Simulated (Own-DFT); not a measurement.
Simulation results for Si3N4 (beta silicon nitride, atoms displaced)

A calculation, not a measurement: plane-wave PBE density functional theory by an unreviewed code, no spin, of a simulated periodic cell, stress positive in tension, free energy of the whole cell less one offset for each atom, forces on such cells passed a denser k mesh, this cell's mesh not checked; offsets are fitted by least squares, one for each functional and potential file, so energies compare only between cells with the same atoms and settings and are not formation energies; the far tail of each file's local potential was reset to the Coulomb form; each entry is a single point on an unrelaxed cell, so the pressure reflects the starting lattice, mostly measured values (interpolated for alloys), from which strain is counted, and rises with the displacements; printed positions are rounded, which can move forces by about a meV/angstrom; the program, named Own-DFT, is a retired in-house code; no spin-orbit coupling. Program: Own-DFT development build.

Entry: Si3N4 (beta silicon nitride, atoms displaced)

```
Si3N4
1.0
      7.6060     0.0000     0.0000
     -3.8030     6.5870     0.0000
      0.0000     0.0000     8.7270
Si N Si N Si N
6 8 6 8 6 8
Direct
  0.17194 0.76833 0.08454
  0.23189 0.39724 0.08713
  0.59253 0.82479 0.08116
  0.83391 0.22342 0.25128
  0.77337 0.60361 0.25422
  0.40655 0.18925 0.24822
  0.34304 0.04032 0.07580
  0.96584 0.30137 0.08546
  0.69286 0.66897 0.08171
  0.67992 0.97144 0.25508
  0.04031 0.69979 0.24557
  0.28880 0.32004 0.25486
  0.33507 0.66586 0.08147
  0.66114 0.33719 0.24854
  0.17546 0.77179 0.41675
  0.23359 0.40827 0.42095
  0.58612 0.81558 0.41477
  0.82533 0.23490 0.58402
  0.76170 0.59101 0.58233
  0.40694 0.17885 0.58726
  0.32256 0.02681 0.41482
  0.97064 0.30446 0.42009
  0.71637 0.67295 0.40953
  0.66299 0.97240 0.57499
  0.02962 0.68776 0.58949
  0.31289 0.34145 0.58297
  0.33179 0.66214 0.41462
  0.65812 0.33273 0.58497
  0.16172 0.76022 0.75144
  0.22695 0.39616 0.75567
  0.60290 0.82821 0.75985
  0.83967 0.23355 0.92311
  0.77160 0.58767 0.91844
  0.40201 0.18521 0.92096
  0.33784 0.02809 0.74946
  0.96351 0.29497 0.75250
  0.70996 0.66974 0.74689
  0.67690 0.98171 0.91809
  0.04634 0.71237 0.92209
  0.30028 0.32188 0.92788
  0.32232 0.66369 0.75209
  0.67721 0.33930 0.89879
```

```
functional                        : PBE
potential files                   : PseudoDojo norm-conserving, scalar-relativistic, standard set
wave cutoff                       : 42 hartree
occupations                       : Fermi-Dirac
smearing width                    : 0.1 eV
k mesh                            : 3 x 3 x 3 centred on Gamma
free energy of cell above offsets : -4.126 eV
pressure                          : 7.47 GPa
stress xx                         : -6.77 GPa
stress yy                         : -6.02 GPa
stress zz                         : -9.61 GPa
stress yz                         : -0.4 GPa
stress xz                         : 1.18 GPa
stress xy                         : 1.77 GPa
```

Force:
```csv
element,x (eV/Å),y (eV/Å),z (eV/Å)
Si,3.024,2.183,-0.228
Si,-1.683,2.377,0.832
Si,-0.45,1.09,0.772
Si,-3.164,1.51,1.174
Si,2.3,-2.219,-4.318
Si,2.544,-3.729,0.24
N,-0.473,-1.52,2.942
N,2.653,0.91,0.872
N,1.73,-0.599,0.096
N,-0.328,-1.835,-1.419
N,-2.195,-0.68,1.678
N,-1.763,1.378,-0.119
N,-0.244,-0.802,0.285
N,2.47,0.576,0.054
Si,0.247,-0.729,0.695
Si,-0.851,-0.603,-0.094
Si,1.196,1.698,0.581
Si,-1.377,-0.747,-0.108
Si,1.95,-0.277,-0.604
Si,0.221,-2.582,-0.805
N,-0.015,1.87,0.245
N,0.64,0.161,-0.266
N,-3.392,1.772,3.828
N,0.785,-1.057,1.991
N,-1.643,-0.317,-2.506
N,-0.915,-0.17,1.243
N,-0.319,0.445,-0.096
N,2.053,0.612,-0.499
Si,2.431,2.448,0.257
Si,-0.448,2.097,-0.852
Si,-2.047,-0.368,-2.964
Si,-3.64,0.296,-2.087
Si,0.296,1.797,-0.053
Si,6.348,-3.421,-2.866
N,-1.339,0.543,0.696
N,2.075,0.333,-0.319
N,-1.787,1.328,1.828
N,0.363,-2.179,0.733
N,-3.804,-2.009,-0.751
N,-4.176,2.719,-2.028
N,3.165,-0.752,0.375
N,-0.436,-1.55,1.563
```
